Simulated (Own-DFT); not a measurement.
GaN (wurtzite, strained, atoms displaced) (calculated)

Computed with Own-DFT development build. A calculation, not a measurement: plane-wave PBE density functional theory by an unreviewed code, no spin, of a simulated periodic cell, stress positive in tension, free energy of the whole cell less one offset for each atom, forces on such cells passed a denser k mesh, this cell's mesh not checked; offsets are fitted by least squares, one for each functional and potential file, so energies compare only between cells with the same atoms and settings and are not formation energies; the far tail of each file's local potential was reset to the Coulomb form; each entry is a single point on an unrelaxed cell, so the pressure reflects the starting lattice, mostly measured values (interpolated for alloys), from which strain is counted, and rises with the displacements; printed positions are rounded, which can move forces by about a meV/angstrom; the program, named Own-DFT, is a retired in-house code; no spin-orbit coupling.

Settings shared by all entries: functional PBE; potential files PseudoDojo norm-conserving, scalar-relativistic, standard set with the stringent files for Ga; wave cutoff 96 hartree; occupations Gaussian; smearing width 0.01 eV; k mesh 3 x 4 x 3 centred on Gamma.

```yaml
- entry: 1
  formula: GaN
  kind: "wurtzite, strained, atoms displaced"
  structure:
    cell_angstrom:
      - [12.756, 0.0, -0.1276]
      - [-4.7835, 8.2853, 0.0478]
      - [-0.1037, 0.0, 10.37]
    atoms_fractional:
      - [Ga, 0.08033, 0.22517, 0.99833]
      - [Ga, 0.1709, 0.12831, 0.24378]
      - ["N", 0.08139, 0.21707, 0.18829]
      - ["N", 0.15681, 0.10787, 0.42943]
      - [Ga, 0.08187, 0.2247, 0.49869]
      - [Ga, 0.16578, 0.12054, 0.74918]
      - ["N", 0.08039, 0.22693, 0.69047]
      - ["N", 0.16576, 0.10883, 0.93529]
      - [Ga, 0.08283, 0.55059, 0.99489]
      - [Ga, 0.17112, 0.44777, 0.25936]
      - ["N", 0.08368, 0.55527, 0.18906]
      - ["N", 0.16256, 0.45017, 0.44065]
      - [Ga, 0.08651, 0.5637, 0.49789]
      - [Ga, 0.16862, 0.44677, 0.7558]
      - ["N", 0.08579, 0.56148, 0.69586]
      - ["N", 0.15888, 0.43829, 0.93678]
      - [Ga, 0.0896, 0.88704, 0.00322]
      - [Ga, 0.16966, 0.77758, 0.25326]
      - ["N", 0.08514, 0.88551, 0.18612]
      - ["N", 0.16616, 0.78411, 0.43387]
      - [Ga, 0.0825, 0.88006, 0.50368]
      - [Ga, 0.16774, 0.77255, 0.74387]
      - ["N", 0.08118, 0.88306, 0.69501]
      - ["N", 0.17213, 0.78096, 0.93966]
      - [Ga, 0.33511, 0.23012, 0.99402]
      - [Ga, 0.41498, 0.1131, 0.25435]
      - ["N", 0.32808, 0.21799, 0.19498]
      - ["N", 0.41686, 0.11406, 0.43484]
      - [Ga, 0.33178, 0.22233, 0.49851]
      - [Ga, 0.42129, 0.10328, 0.74137]
      - ["N", 0.33715, 0.22913, 0.68312]
      - ["N", 0.41954, 0.11011, 0.9381]
      - [Ga, 0.33686, 0.56069, 0.00057]
      - [Ga, 0.41384, 0.43893, 0.25636]
      - ["N", 0.33609, 0.56313, 0.19216]
      - ["N", 0.42319, 0.44182, 0.4393]
      - [Ga, 0.33961, 0.56412, 0.50085]
      - [Ga, 0.42033, 0.45012, 0.74694]
      - ["N", 0.3319, 0.559, 0.68921]
      - ["N", 0.41597, 0.43918, 0.93702]
      - [Ga, 0.3366, 0.89292, 0.99689]
      - [Ga, 0.41879, 0.77778, 0.25099]
      - ["N", 0.33477, 0.89285, 0.18849]
      - ["N", 0.41687, 0.76822, 0.43967]
      - [Ga, 0.32922, 0.89573, 0.50782]
      - [Ga, 0.41527, 0.77494, 0.73981]
      - ["N", 0.32825, 0.88243, 0.69035]
      - ["N", 0.41524, 0.77679, 0.94694]
      - [Ga, 0.58014, 0.21964, 0.00751]
      - [Ga, 0.67077, 0.10875, 0.2578]
      - ["N", 0.57484, 0.20277, 0.18363]
      - ["N", 0.67372, 0.12281, 0.44331]
      - [Ga, 0.58622, 0.22239, 0.50672]
      - [Ga, 0.66727, 0.10352, 0.74901]
      - ["N", 0.58637, 0.22486, 0.69144]
      - ["N", 0.67375, 0.11499, 0.93906]
      - [Ga, 0.57501, 0.54005, 0.99792]
      - [Ga, 0.67101, 0.44593, 0.24471]
      - ["N", 0.59003, 0.55959, 0.19855]
      - ["N", 0.67281, 0.44684, 0.43707]
      - [Ga, 0.58263, 0.55347, 0.49497]
      - [Ga, 0.67832, 0.44421, 0.74883]
      - ["N", 0.57551, 0.53758, 0.69914]
      - ["N", 0.67007, 0.44622, 0.92953]
      - [Ga, 0.59063, 0.89023, 0.99927]
      - [Ga, 0.66194, 0.77016, 0.2518]
      - ["N", 0.58134, 0.8882, 0.18939]
      - ["N", 0.67183, 0.77848, 0.44767]
      - [Ga, 0.58161, 0.8884, 0.50671]
      - [Ga, 0.66694, 0.77986, 0.74678]
      - ["N", 0.58775, 0.89649, 0.68796]
      - ["N", 0.66647, 0.77866, 0.94157]
      - [Ga, 0.83513, 0.22481, 0.99798]
      - [Ga, 0.91132, 0.11534, 0.25737]
      - ["N", 0.82664, 0.22253, 0.19288]
      - ["N", 0.92056, 0.11003, 0.43011]
      - [Ga, 0.84184, 0.22557, 0.50038]
      - [Ga, 0.92436, 0.11641, 0.75009]
      - ["N", 0.83188, 0.21942, 0.68554]
      - ["N", 0.9132, 0.10464, 0.93606]
      - [Ga, 0.83774, 0.55875, 0.99605]
      - [Ga, 0.91156, 0.44386, 0.24556]
      - ["N", 0.8389, 0.55892, 0.18624]
      - ["N", 0.92169, 0.43912, 0.4395]
      - [Ga, 0.83625, 0.56285, 0.50444]
      - [Ga, 0.91916, 0.44946, 0.75453]
      - ["N", 0.83484, 0.55496, 0.68601]
      - ["N", 0.91322, 0.45053, 0.93597]
      - [Ga, 0.83174, 0.88692, 0.00772]
      - [Ga, 0.9175, 0.7829, 0.24397]
      - ["N", 0.83281, 0.88792, 0.19319]
      - ["N", 0.91396, 0.78282, 0.43641]
      - [Ga, 0.8389, 0.89399, 0.50449]
      - [Ga, 0.91458, 0.77654, 0.74812]
      - ["N", 0.83049, 0.88401, 0.68608]
      - ["N", 0.90774, 0.77705, 0.94205]
  results:
    "free_energy_of_cell_above_offsets [eV]": "-4.819"
    "pressure [GPa]": 6.99
    "stress_xx [GPa]": -6.93
    "stress_yy [GPa]": -6.79
    "stress_zz [GPa]": -7.23
    "stress_yz [GPa]": 0.31
    "stress_xz [GPa]": -1.53
    "stress_xy [GPa]": -0.37
    force_element: [Ga, Ga, "N", "N", Ga, Ga, "N", "N", Ga, Ga, "N", "N", Ga, Ga, "N", "N", Ga, Ga, "N", "N", Ga, Ga, "N", "N", Ga, Ga, "N", "N", Ga, Ga, "N", "N", Ga, Ga, "N", "N", Ga, Ga, "N", "N", Ga, Ga, "N", "N", Ga, Ga, "N", "N", Ga, Ga, "N", "N", Ga, Ga, "N", "N", Ga, Ga, "N", "N", Ga, Ga, "N", "N", Ga, Ga, "N", "N", Ga, Ga, "N", "N", Ga, Ga, "N", "N", Ga, Ga, "N", "N", Ga, Ga, "N", "N", Ga, Ga, "N", "N", Ga, Ga, "N", "N", Ga, Ga, "N", "N"]
    "force_x [eV/angstrom]": [0.62, -0.098, -1.921, 1.256, 0.633, 1.437, 1.105, -0.26, -0.598, -0.882, 0.055, 1.836, -0.485, -0.389, 0.133, 1.47, -1.089, -0.224, -0.391, 0.892, -1.729, -1.265, -0.027, -0.383, 0.193, 0.394, 1.364, 0.37, -0.635, -1.365, -0.412, -0.868, -0.4, 0.403, 0.39, -2.128, -0.336, -0.995, 0.452, -1.445, -0.064, -0.643, 0.117, -0.863, 1.011, 0.609, 0.918, 0.828, 1.2, -1.642, 0.311, -0.11, -0.184, 0.024, 0.481, -1.284, 1.739, 0.503, -1.27, -0.595, 1.669, -2.137, 1.848, -0.287, -1.23, 0.315, 0.923, -1.233, 1.035, 0.496, -0.891, 0.224, 0.231, 1.108, 1.282, -0.854, -0.414, -2.033, 0.698, -0.051, -1.568, 1.699, -1.289, -1.134, 0.583, 0.228, 0.577, 1.693, -0.314, 1.063, -1.135, 1.359, -0.409, 0.067, 0.243, 1.869]
    "force_y [eV/angstrom]": [-1.454, -3.233, 1.681, 0.383, 0.12, -1.085, 0.523, 0.663, 1.434, -0.294, -0.511, -0.214, -0.467, 0.136, -1.688, 0.815, -0.014, 0.203, 0.79, -0.466, 1.474, 1.279, 0.971, -0.978, -2.514, -0.796, 1.509, -0.325, -0.498, 1.638, -1.199, 0.519, -0.827, 0.801, -1.637, 0.104, -2.607, -1.261, -0.832, 1.261, -0.209, 1.124, -0.45, 2.65, -0.373, 0.753, 0.725, 0.499, 0.305, -0.578, 1.937, -1.585, 0.78, 2.219, -0.992, -0.579, 2.054, -0.979, -2.076, -0.501, 0.333, -0.309, 2.72, -0.632, 0.314, 1.93, 0.004, 0.207, 0.567, -1.326, -2.048, -1.154, -0.108, -0.515, 0.27, 0.145, -0.402, -1.305, 0.617, 0.845, 0.316, 0.312, 0.015, 1.544, -0.6, -0.938, 0.538, -0.946, 0.126, -0.087, 0.697, -0.67, -0.207, 0.202, 1.037, 0.38]
    "force_z [eV/angstrom]": [0.685, 0.859, -0.53, 1.585, -0.049, -0.163, -1.039, 0.452, 1.281, -1.714, -0.264, 0.742, 0.662, -1.044, -1.426, 0.392, -0.674, -1.796, 0.63, 1.43, -0.424, 2.387, -0.928, -0.872, 0.872, -1.167, -1.685, 1.846, -0.282, 1.644, 0.756, -0.962, 0.471, -0.994, -0.366, 0.19, 0.12, 0.429, -0.185, -0.219, 1.091, -0.164, 0.378, 0.055, -1.964, 2.144, -0.551, -1.929, -2.189, -0.358, 2.03, 0.02, -1.076, 1.002, -0.336, -0.33, 0.381, 0.708, -1.821, 0.113, 1.407, 0.102, -1.907, 2.154, 0.471, 0.759, 0.311, -0.694, -1.771, 0.894, 0.308, -0.695, 0.43, -2.743, -1.218, 2.947, 0.181, 0.331, 0.774, 0.483, 0.793, 1.103, -0.358, -0.342, -1.639, -1.277, 0.421, 0.426, -0.432, 0.798, -0.091, 0.138, -0.952, 1.201, 0.724, -0.891]
- entry: 2
  formula: GaN
  kind: "wurtzite, strained, atoms displaced"
  structure:
    cell_angstrom: [[12.756, -0.1276, 0.0], [-4.8664, 8.3331, 0.0], [0.0, 0.0, 10.37]]
    atoms_fractional:
      - [Ga, 0.07178, 0.21616, 0.00254]
      - [Ga, 0.16763, 0.11473, 0.25225]
      - ["N", 0.0801, 0.21392, 0.18799]
      - ["N", 0.16677, 0.11899, 0.43779]
      - [Ga, 0.0743, 0.2113, 0.50835]
      - [Ga, 0.16619, 0.10634, 0.74068]
      - ["N", 0.08067, 0.22523, 0.69104]
      - ["N", 0.17501, 0.11846, 0.93988]
      - [Ga, 0.0847, 0.55667, 0.00761]
      - [Ga, 0.15976, 0.44147, 0.25177]
      - ["N", 0.08, 0.55217, 0.18971]
      - ["N", 0.15733, 0.44286, 0.44161]
      - [Ga, 0.09401, 0.56468, 0.50521]
      - [Ga, 0.1667, 0.44157, 0.75156]
      - ["N", 0.08501, 0.56936, 0.69014]
      - ["N", 0.165, 0.43539, 0.94814]
      - [Ga, 0.08642, 0.89844, 0.99469]
      - [Ga, 0.16592, 0.76996, 0.25667]
      - ["N", 0.08497, 0.89245, 0.17573]
      - ["N", 0.16995, 0.78186, 0.43492]
      - [Ga, 0.09271, 0.89381, 0.4927]
      - [Ga, 0.16344, 0.76409, 0.74853]
      - ["N", 0.08323, 0.89668, 0.67986]
      - ["N", 0.16645, 0.76614, 0.9423]
      - [Ga, 0.32775, 0.2145, 0.00828]
      - [Ga, 0.41646, 0.11278, 0.25129]
      - ["N", 0.3325, 0.22197, 0.19057]
      - ["N", 0.42012, 0.125, 0.44382]
      - [Ga, 0.33418, 0.21726, 0.49569]
      - [Ga, 0.4148, 0.10365, 0.75141]
      - ["N", 0.33449, 0.21743, 0.68781]
      - ["N", 0.41751, 0.12016, 0.94611]
      - [Ga, 0.32845, 0.55245, 0.99609]
      - [Ga, 0.41818, 0.4467, 0.25169]
      - ["N", 0.32809, 0.54697, 0.1814]
      - ["N", 0.42534, 0.44953, 0.43653]
      - [Ga, 0.33583, 0.55506, 0.49946]
      - [Ga, 0.41414, 0.44726, 0.74896]
      - ["N", 0.33432, 0.56436, 0.67954]
      - ["N", 0.41845, 0.43963, 0.93887]
      - [Ga, 0.33146, 0.88866, 0.99728]
      - [Ga, 0.4178, 0.78412, 0.25367]
      - ["N", 0.33639, 0.889, 0.18845]
      - ["N", 0.41995, 0.78067, 0.43464]
      - [Ga, 0.32622, 0.88534, 0.50132]
      - [Ga, 0.4243, 0.7893, 0.75027]
      - ["N", 0.33037, 0.89198, 0.68759]
      - ["N", 0.41333, 0.78067, 0.94446]
      - [Ga, 0.58576, 0.22878, 0.00056]
      - [Ga, 0.66997, 0.11641, 0.24825]
      - ["N", 0.58052, 0.21468, 0.19535]
      - ["N", 0.6566, 0.10631, 0.43871]
      - [Ga, 0.59248, 0.22861, 0.49446]
      - [Ga, 0.6674, 0.11022, 0.74528]
      - ["N", 0.58608, 0.22474, 0.6853]
      - ["N", 0.65929, 0.10688, 0.94256]
      - [Ga, 0.58346, 0.55569, 0.00482]
      - [Ga, 0.67573, 0.44775, 0.24759]
      - ["N", 0.58724, 0.5641, 0.19047]
      - ["N", 0.66251, 0.44427, 0.44011]
      - [Ga, 0.58518, 0.56299, 0.50466]
      - [Ga, 0.6644, 0.43077, 0.75834]
      - ["N", 0.58582, 0.55537, 0.69715]
      - ["N", 0.6644, 0.43343, 0.9407]
      - [Ga, 0.58459, 0.88734, 0.00122]
      - [Ga, 0.67118, 0.78297, 0.24182]
      - ["N", 0.58141, 0.89244, 0.19432]
      - ["N", 0.66989, 0.78157, 0.42941]
      - [Ga, 0.58768, 0.88819, 0.49761]
      - [Ga, 0.67938, 0.77949, 0.74903]
      - ["N", 0.59155, 0.88611, 0.68616]
      - ["N", 0.66582, 0.78557, 0.93268]
      - [Ga, 0.8303, 0.21413, 0.99852]
      - [Ga, 0.91999, 0.11967, 0.25689]
      - ["N", 0.83951, 0.23474, 0.18485]
      - ["N", 0.91951, 0.12698, 0.44149]
      - [Ga, 0.83121, 0.22141, 0.50554]
      - [Ga, 0.91589, 0.11632, 0.74382]
      - ["N", 0.83825, 0.22938, 0.67801]
      - ["N", 0.91298, 0.10096, 0.95131]
      - [Ga, 0.83649, 0.55292, 0.9874]
      - [Ga, 0.9142, 0.44467, 0.25369]
      - ["N", 0.82603, 0.54939, 0.18251]
      - ["N", 0.91488, 0.44535, 0.43369]
      - [Ga, 0.83331, 0.55262, 0.51018]
      - [Ga, 0.91741, 0.44506, 0.74533]
      - ["N", 0.82438, 0.54448, 0.68992]
      - ["N", 0.91355, 0.43926, 0.93849]
      - [Ga, 0.82777, 0.89069, 0.00433]
      - [Ga, 0.9192, 0.77982, 0.25118]
      - ["N", 0.83598, 0.88212, 0.19073]
      - ["N", 0.92036, 0.77465, 0.43608]
      - [Ga, 0.8385, 0.89798, 0.51031]
      - [Ga, 0.91243, 0.77394, 0.74943]
      - ["N", 0.83949, 0.89141, 0.68537]
      - ["N", 0.91565, 0.78012, 0.93771]
  results:
    "free_energy_of_cell_above_offsets [eV]": "-4.195"
    "pressure [GPa]": 7.03
    "stress_xx [GPa]": -6.47
    "stress_yy [GPa]": -6.83
    "stress_zz [GPa]": -7.8
    "stress_yz [GPa]": -0.59
    "stress_xz [GPa]": 0.3
    "stress_xy [GPa]": -2.93
    force_element: [Ga, Ga, "N", "N", Ga, Ga, "N", "N", Ga, Ga, "N", "N", Ga, Ga, "N", "N", Ga, Ga, "N", "N", Ga, Ga, "N", "N", Ga, Ga, "N", "N", Ga, Ga, "N", "N", Ga, Ga, "N", "N", Ga, Ga, "N", "N", Ga, Ga, "N", "N", Ga, Ga, "N", "N", Ga, Ga, "N", "N", Ga, Ga, "N", "N", Ga, Ga, "N", "N", Ga, Ga, "N", "N", Ga, Ga, "N", "N", Ga, Ga, "N", "N", Ga, Ga, "N", "N", Ga, Ga, "N", "N", Ga, Ga, "N", "N", Ga, Ga, "N", "N", Ga, Ga, "N", "N", Ga, Ga, "N", "N"]
    "force_x [eV/angstrom]": [2.779, -0.139, -0.162, -0.046, 1.321, 0.217, 0.749, -2.606, -0.169, 1.128, 0.014, 1.892, -1.848, -0.048, 0.636, -1.602, 0.397, -0.227, 0.513, -0.521, -1.716, -0.631, 0.435, -1.235, 1.031, -0.188, 0.375, 1.216, -0.806, -0.248, -0.43, 0.491, 1.71, -0.213, -0.02, -1.68, -0.239, 0.635, 0.018, -0.96, 0.183, -0.036, -1.057, -0.916, 2.573, -0.258, 0.848, 0.948, -0.19, 0.04, 0.165, 2.354, -1.943, -0.37, 0.153, 0.966, -0.018, -2.859, 0.309, 0.902, 1.024, -1.559, 0.288, -0.317, -1.276, -0.729, 1.454, 0.546, -0.396, -1.986, -0.387, 0.815, -0.642, -0.489, 0.124, -0.418, -0.993, 0.028, -0.136, -1.44, -0.763, -0.592, 2.785, 0.375, -0.48, -0.272, 1.132, 1.168, 1.169, 0.468, -0.713, -0.44, 0.028, 1.239, -0.006, -0.229]
    "force_y [eV/angstrom]": [0.327, -0.634, 0.95, -0.508, 1.99, 1.282, -0.331, -0.953, -1.11, -0.201, 0.264, -0.434, -0.895, 1.05, -4.413, 0.288, -0.962, 1.164, -0.458, -0.696, -0.116, 4.686, -2.135, 1.379, 1.758, -0.409, 0.251, -2.409, 1.85, 1.73, 0.823, -1.42, 0.209, 0.283, 0.803, -0.574, -0.078, -0.529, -0.442, 0.538, 0.858, -1.297, -0.032, -0.324, 1.821, -0.715, -1.105, -0.476, -2.237, -0.373, 1.48, 0.303, -0.036, -0.015, -1.55, 0.403, -0.049, -1.106, -1.209, 1.112, -0.195, 0.818, 0.022, 2.613, 0.054, 0.018, 0.012, 0.379, -0.283, -0.824, 0.474, -1.04, 0.684, -1.008, -1.84, -2.117, 0.745, -0.607, -0.647, 1.178, 0.502, 0.848, 1.703, 0.183, 0.178, 0.288, 1.227, -0.256, -1.776, -0.855, 1.775, 0.696, -1.04, 0.122, 0.765, -0.164]
    "force_z [eV/angstrom]": [0.331, -0.782, 0.543, 0.279, -0.981, 1.722, 0.287, -1.512, -0.729, -0.157, 0.606, -0.102, -0.74, 0.574, -1.224, -1.894, -0.368, -2.715, 2.499, 0.79, 0.445, 2.149, 0.53, -1.269, -0.582, 0.429, 0.765, -1.007, 1.067, 0.492, -0.353, -1.1, 0.572, -0.663, 1.534, 0.603, -1.577, 0.372, 2.013, -0.055, 0.995, -1.099, 0.221, 1.491, -0.311, 0.199, 0.126, -1.408, 1.509, 0.26, -1.001, -0.291, 0.806, 0.677, 0.223, -1.136, -0.756, 1.25, -0.434, -0.284, -0.1, -0.675, -0.721, -0.128, 0.581, 1.036, -1.159, 1.524, -0.266, 0.25, 0.143, 0.843, 0.212, -0.962, 0.505, -0.023, -3.242, 1.654, 3.126, -2.906, 1.672, -0.856, -0.755, 2.069, -2.32, 1.017, 0.905, -0.959, 0.379, -0.703, -0.211, 1.025, -3.716, 0.073, 1.398, -0.533]
- entry: 3
  formula: GaN
  kind: "wurtzite, strained, atoms displaced"
  structure:
    cell_angstrom:
      - [12.756, 0.0, 0.0]
      - [-4.7835, 8.2853, -0.0829]
      - [0.0, -0.1037, 10.37]
    atoms_fractional:
      - [Ga, 0.08747, 0.22077, 0.99238]
      - [Ga, 0.16233, 0.09749, 0.24874]
      - ["N", 0.08141, 0.21978, 0.17994]
      - ["N", 0.17943, 0.12704, 0.44126]
      - [Ga, 0.0815, 0.22726, 0.49845]
      - [Ga, 0.17128, 0.11925, 0.74551]
      - ["N", 0.0858, 0.2258, 0.68998]
      - ["N", 0.15955, 0.09937, 0.93953]
      - [Ga, 0.08684, 0.56007, 0.00491]
      - [Ga, 0.1744, 0.44543, 0.25464]
      - ["N", 0.08663, 0.56275, 0.19439]
      - ["N", 0.17193, 0.43877, 0.43802]
      - [Ga, 0.08283, 0.55771, 0.49368]
      - [Ga, 0.16424, 0.43852, 0.74921]
      - ["N", 0.08468, 0.55176, 0.6902]
      - ["N", 0.16179, 0.4353, 0.93569]
      - [Ga, 0.08706, 0.89185, 0.99757]
      - [Ga, 0.17013, 0.78598, 0.2438]
      - ["N", 0.08341, 0.88014, 0.18514]
      - ["N", 0.17485, 0.79084, 0.4399]
      - [Ga, 0.07641, 0.87582, 0.49851]
      - [Ga, 0.16437, 0.78733, 0.75988]
      - ["N", 0.08477, 0.88538, 0.69675]
      - ["N", 0.16148, 0.77922, 0.94747]
      - [Ga, 0.33659, 0.22695, 0.00433]
      - [Ga, 0.41571, 0.11404, 0.25035]
      - ["N", 0.33137, 0.22398, 0.18813]
      - ["N", 0.41149, 0.10431, 0.43648]
      - [Ga, 0.33675, 0.23058, 0.49465]
      - [Ga, 0.41471, 0.11522, 0.75371]
      - ["N", 0.33251, 0.22116, 0.68548]
      - ["N", 0.41593, 0.1158, 0.94339]
      - [Ga, 0.33419, 0.55743, 0.00016]
      - [Ga, 0.41063, 0.43617, 0.25383]
      - ["N", 0.34096, 0.55992, 0.19856]
      - ["N", 0.4216, 0.43986, 0.43197]
      - [Ga, 0.3374, 0.55861, 0.49965]
      - [Ga, 0.41788, 0.44546, 0.74764]
      - ["N", 0.32737, 0.55016, 0.68771]
      - ["N", 0.41532, 0.43713, 0.93688]
      - [Ga, 0.32712, 0.89334, 0.00826]
      - [Ga, 0.41981, 0.77712, 0.24442]
      - ["N", 0.33545, 0.89714, 0.17932]
      - ["N", 0.42183, 0.77073, 0.44404]
      - [Ga, 0.33488, 0.88813, 0.50181]
      - [Ga, 0.41178, 0.78004, 0.74899]
      - ["N", 0.32963, 0.88659, 0.69121]
      - ["N", 0.42282, 0.77809, 0.94521]
      - [Ga, 0.5833, 0.22226, 0.00588]
      - [Ga, 0.66477, 0.09903, 0.25436]
      - ["N", 0.57768, 0.22147, 0.184]
      - ["N", 0.66879, 0.10604, 0.44015]
      - [Ga, 0.58331, 0.22844, 0.5016]
      - [Ga, 0.67052, 0.11711, 0.75018]
      - ["N", 0.58756, 0.22438, 0.69168]
      - ["N", 0.66706, 0.10867, 0.93251]
      - [Ga, 0.58736, 0.55927, 0.01003]
      - [Ga, 0.66194, 0.4422, 0.24004]
      - ["N", 0.58817, 0.56174, 0.18634]
      - ["N", 0.66606, 0.45373, 0.4349]
      - [Ga, 0.57184, 0.54279, 0.50186]
      - [Ga, 0.66433, 0.4405, 0.74409]
      - ["N", 0.58335, 0.54478, 0.69279]
      - ["N", 0.66267, 0.44385, 0.94452]
      - [Ga, 0.5871, 0.88946, 0.00239]
      - [Ga, 0.66185, 0.77121, 0.24366]
      - ["N", 0.57868, 0.88871, 0.18196]
      - ["N", 0.67083, 0.78052, 0.44034]
      - [Ga, 0.57902, 0.88781, 0.49448]
      - [Ga, 0.66748, 0.78151, 0.75142]
      - ["N", 0.57533, 0.88171, 0.68489]
      - ["N", 0.66467, 0.77562, 0.94144]
      - [Ga, 0.83294, 0.21564, 0.00531]
      - [Ga, 0.92242, 0.11267, 0.24293]
      - ["N", 0.83131, 0.21479, 0.19109]
      - ["N", 0.92444, 0.11018, 0.44166]
      - [Ga, 0.84173, 0.2239, 0.49739]
      - [Ga, 0.91237, 0.0991, 0.7509]
      - ["N", 0.82918, 0.23101, 0.68811]
      - ["N", 0.9087, 0.10819, 0.94767]
      - [Ga, 0.83613, 0.55788, 0.00387]
      - [Ga, 0.91779, 0.4417, 0.25127]
      - ["N", 0.83705, 0.56694, 0.19281]
      - ["N", 0.92008, 0.45018, 0.42735]
      - [Ga, 0.83344, 0.56306, 0.49898]
      - [Ga, 0.91107, 0.4335, 0.7645]
      - ["N", 0.83809, 0.56229, 0.68712]
      - ["N", 0.91407, 0.45327, 0.9371]
      - [Ga, 0.83052, 0.88397, 0.00354]
      - [Ga, 0.91945, 0.78138, 0.24679]
      - ["N", 0.8337, 0.89452, 0.18706]
      - ["N", 0.9157, 0.77192, 0.44066]
      - [Ga, 0.82297, 0.88751, 0.51008]
      - [Ga, 0.90843, 0.77695, 0.74829]
      - ["N", 0.83497, 0.89184, 0.67843]
      - ["N", 0.92441, 0.77852, 0.94051]
  results:
    "free_energy_of_cell_above_offsets [eV]": "-3.575"
    "pressure [GPa]": 7.55
    "stress_xx [GPa]": -6.45
    "stress_yy [GPa]": -8.02
    "stress_zz [GPa]": -8.18
    "stress_yz [GPa]": -2.39
    "stress_xz [GPa]": -0.6
    "stress_xy [GPa]": -0.46
    force_element: [Ga, Ga, "N", "N", Ga, Ga, "N", "N", Ga, Ga, "N", "N", Ga, Ga, "N", "N", Ga, Ga, "N", "N", Ga, Ga, "N", "N", Ga, Ga, "N", "N", Ga, Ga, "N", "N", Ga, Ga, "N", "N", Ga, Ga, "N", "N", Ga, Ga, "N", "N", Ga, Ga, "N", "N", Ga, Ga, "N", "N", Ga, Ga, "N", "N", Ga, Ga, "N", "N", Ga, Ga, "N", "N", Ga, Ga, "N", "N", Ga, Ga, "N", "N", Ga, Ga, "N", "N", Ga, Ga, "N", "N", Ga, Ga, "N", "N", Ga, Ga, "N", "N", Ga, Ga, "N", "N", Ga, Ga, "N", "N"]
    "force_x [eV/angstrom]": [-1.115, -0.41, 1.248, -2.395, 2.154, -0.331, -0.795, 1.184, -0.381, -1.055, 0.79, -0.987, 0.784, -0.521, -0.997, 0.195, -1.338, 0.966, -1.059, -0.271, 0.689, 1.462, -2.136, 1.988, -0.884, 0.058, 0.029, 1.022, 0.858, 0.713, 0.522, 0.324, 0.316, 0.927, -0.756, -1.863, -0.113, -0.504, 1.15, -0.314, 1.521, -1.265, 0.524, -2.336, 0.291, 0.696, -0.191, -1.81, 0.303, -0.493, 1.169, -0.543, 0.517, -0.636, -1.138, -0.214, -0.807, 1.274, -1.26, 0.577, 2.219, 1.478, -1.376, 1.052, -0.663, 0.619, 1.194, -1.867, 2.052, -0.836, 1.024, 0.693, -1.687, -0.525, -0.442, -1.639, -0.957, -0.231, 1.899, 2.123, -1.288, -0.563, 0.076, -0.346, 0.316, 0.571, -0.53, 1.739, 0.887, -0.7, 0.126, -0.957, 2.025, 2.069, -0.66, -2.23]
    "force_y [eV/angstrom]": [-0.547, 1.636, 0.54, -2.365, -0.504, -1.366, -1.719, 2.11, -0.942, -0.396, -1.056, 1.386, 0.403, 1.313, 0.479, 1.518, -0.297, -0.676, 1.04, -1.67, 2.094, -2.11, 1.139, -0.685, -0.526, -0.067, -0.806, 0.927, -1.346, -0.355, 0.647, -0.806, -0.534, 1.02, -0.908, 0.529, -1.174, -0.075, 0.527, 1.313, 0.025, 0.809, -0.844, 0.569, 0.075, -0.686, 0.806, -0.05, -0.106, 1.638, -0.422, 1.046, -0.396, -1.493, -0.965, 0.271, -0.764, 0.606, -1.61, -1.299, 2.469, 0.771, 1.759, 0.092, 0.613, 2.001, -0.338, -1.359, 0.411, -0.82, 0.771, -0.036, 1.409, 0.008, 0.618, -0.75, 0.489, 2.562, -1.773, -0.698, 0.331, 0.486, -2.174, -0.781, -1.621, 2.443, -1.34, -1.427, 0.167, 0.406, -1.165, 1.75, 0.525, 0.184, -0.809, -0.076]
    "force_z [eV/angstrom]": [0.701, 0.63, 0.817, -0.993, 0.815, 0.42, -0.278, -0.908, -0.297, -0.909, -0.517, 0.041, 1.136, -0.007, -0.138, 0.736, 0.66, 1.527, 0.099, -1.064, 1.213, -0.662, -1.48, -0.85, -0.702, 0.064, 0.283, 0.271, 1.187, -0.076, -0.191, -0.605, -0.14, -1.179, -1.552, 0.783, 0.57, 0.703, -0.025, 0.437, -3.29, 1.0, 3.485, -1.937, 0.406, 0.912, 0.113, -0.796, -1.929, -0.184, 1.708, -0.078, -0.535, -0.43, -0.741, 1.48, -2.623, 1.352, 1.146, -0.111, 0.517, 1.745, -0.969, -0.698, -1.465, 1.729, 1.282, -1.018, 1.366, -0.236, 0.433, -0.593, -0.314, 1.181, 0.096, -0.985, 0.12, 0.696, -0.768, -2.002, 0.022, -1.631, -0.636, 2.423, 0.141, -2.906, 0.138, 2.644, -0.572, 1.006, 0.584, -0.869, -4.203, 0.857, 3.917, -0.501]
```
